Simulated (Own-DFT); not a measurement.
# Strain and stress in diamond silicon, 64 atoms (Si64)

Calculated results; nothing here was measured. The program, named Own-DFT, is a retired in-house plane-wave density functional code that no person has reviewed. Each row is one single-point run on a periodic cell that was not relaxed, without spin or spin-orbit coupling.

Settings of every run: PBE; PseudoDojo norm-conserving scalar-relativistic files; cutoff 20 hartree; 3 x 3 x 3 k mesh centred on Gamma; Fermi-Dirac smearing of 0.1 eV.

Known limits: k mesh not checked against a denser one; stress not checked against mesh or cutoff.

Unstrained cell vectors in Å: (10.862, 0.000, 0.000); (0.000, 10.862, 0.000); (0.000, 0.000, 10.862). The unstrained cell has measured lattice constants (interpolated for alloys), not those of this functional. That, the random moves and any unrelaxed bonds set the pressure at no strain. Each run strains this cell uniformly, with the atoms carried along. Every atom was also moved at random, by a Gaussian of width 0.05 Å on each axis. Strain is the symmetric tensor, in per cent. Stress is positive in tension, and the pressure is minus a third of its trace.

```
run  e_xx (%)  e_yy (%)  e_zz (%)  e_yz (%)  e_xz (%)  e_xy (%)  s_xx (GPa)  s_yy (GPa)  s_zz (GPa)  s_yz (GPa)  s_xz (GPa)  s_xy (GPa)  P (GPa)  E (meV/atom)
  1     -0.94      1.89     -1.46      1.99      0.51     -0.84       -4.15       -1.27       -4.45        3.83        2.26       -1.50     3.29          27.2
  2      0.09     -0.97     -0.07      0.90     -0.13      1.40       -3.40       -4.49       -3.53        3.17       -1.30        3.80     3.81          22.9
  3     -1.05     -1.60     -1.34      1.04      0.63      0.48       -6.68       -7.10       -6.88        2.60        0.92        0.08     6.89          31.4
  4      1.31     -1.36     -1.62      0.42      1.57      0.97       -2.67       -5.12       -5.37        0.12        3.72        2.77     4.39          21.9
  5     -0.42     -0.31     -1.78      1.23     -1.45      1.56       -5.14       -4.83       -6.15        2.28       -2.92        3.81     5.37          33.9
  6     -0.75      1.34      0.39     -1.34     -0.85     -1.40       -2.76       -1.01       -2.02       -3.26       -2.50       -2.24     1.93          18.5
  7     -0.99      1.31      1.48      0.91      0.95     -0.18       -2.33       -0.39       -0.24        1.39        2.49       -0.83     0.99          11.1
  8      0.59      1.77      0.33      1.74     -1.37     -0.91       -0.87        0.34       -0.97        3.25       -2.78       -1.92     0.50          19.7
  9      0.33      0.38     -0.92      1.41     -0.29     -1.99       -2.74       -2.61       -3.87        3.45        1.04       -3.91     3.07          28.8
 10      1.67     -0.65      0.30     -1.68      1.88     -0.62       -0.37       -2.45       -1.82       -3.11        4.03       -0.76     1.54          14.3
 11     -1.86     -1.17     -1.24      0.20      1.86     -0.61       -7.98       -7.25       -7.26        0.29        4.62       -1.18     7.49          46.7
 12      0.88     -0.72      1.48     -1.81     -0.42     -1.78       -1.19       -2.45       -0.70       -4.22       -1.59       -4.01     1.44          22.0
 13     -1.29     -1.58      0.99     -0.66     -1.83     -1.19       -5.32       -5.53       -3.10       -0.19       -4.26       -2.18     4.65          30.1
 14     -0.19      0.05     -0.19      1.69     -1.29     -0.24       -3.12       -2.99       -3.21        3.83       -2.36       -0.67     3.10          17.9
 15     -1.87      1.59     -0.94     -1.54      0.48      0.27       -5.18       -2.05       -4.62       -4.03        0.74        0.32     3.95          17.7
 16      1.52      0.60     -1.29      0.96     -1.46     -0.76       -0.49       -1.48       -3.02        1.15       -2.66       -1.01     1.66           0.0
 17     -0.57     -0.40      0.25      0.44      1.83     -1.07       -3.83       -3.49       -3.20        2.78        4.27       -3.24     3.51          18.5
 18     -1.99      1.31     -1.96     -0.39      0.54     -1.39           ?           ?           ?           ?           ?           ?        ?             ?
```

E is the free energy for each atom above the lowest run shown.

## Worked fit

Each stress component was fitted by least squares to a constant and the strains of the runs shown, as fractions, with shears doubled. Shear strains stay in the fit of a normal stress only where such slopes are resolved. The slopes, in GPa:

| stress | at no strain | per e_xx | per e_yy | per e_zz | scatter |
|---|---|---|---|---|---|
| s_xx | -2.9 | 165 ± 5 | 72 ± 5 | 68 ± 6 | 0.24 |
| s_yy | -2.8 | 72 ± 4 | 163 ± 4 | 66 ± 4 | 0.18 |
| s_zz | -2.9 | 72 ± 4 | 69 ± 4 | 154 ± 5 | 0.20 |

Each shear stress against twice its own strain: yz 117 ± 8, xz 116 ± 4, xy 110 ± 8 GPa. These are stiffnesses along x, y and z of the frame in which the cell vectors are given, which need not be the crystal's axes. The atoms are held to the strained lattice; where symmetry lets them move under strain, relaxing them would lower some slopes. The table should be nearly symmetric about its diagonal, and what it lacks of that shows the noise. A ninth of its sum, 100 ± 2 GPa, estimates the bulk modulus near the mean pressure of these runs, 3.4 GPa, so it lies above the value at zero pressure.

## Withheld run

Question: what normal stresses and pressure should run 18 give?

The fit gives s_xx = -6.5, s_yy = -3.4, s_zz = -6.4 and P = 5.5 GPa. The calculation gave -6.46, -3.33, -6.23 and P = 5.34 GPa.
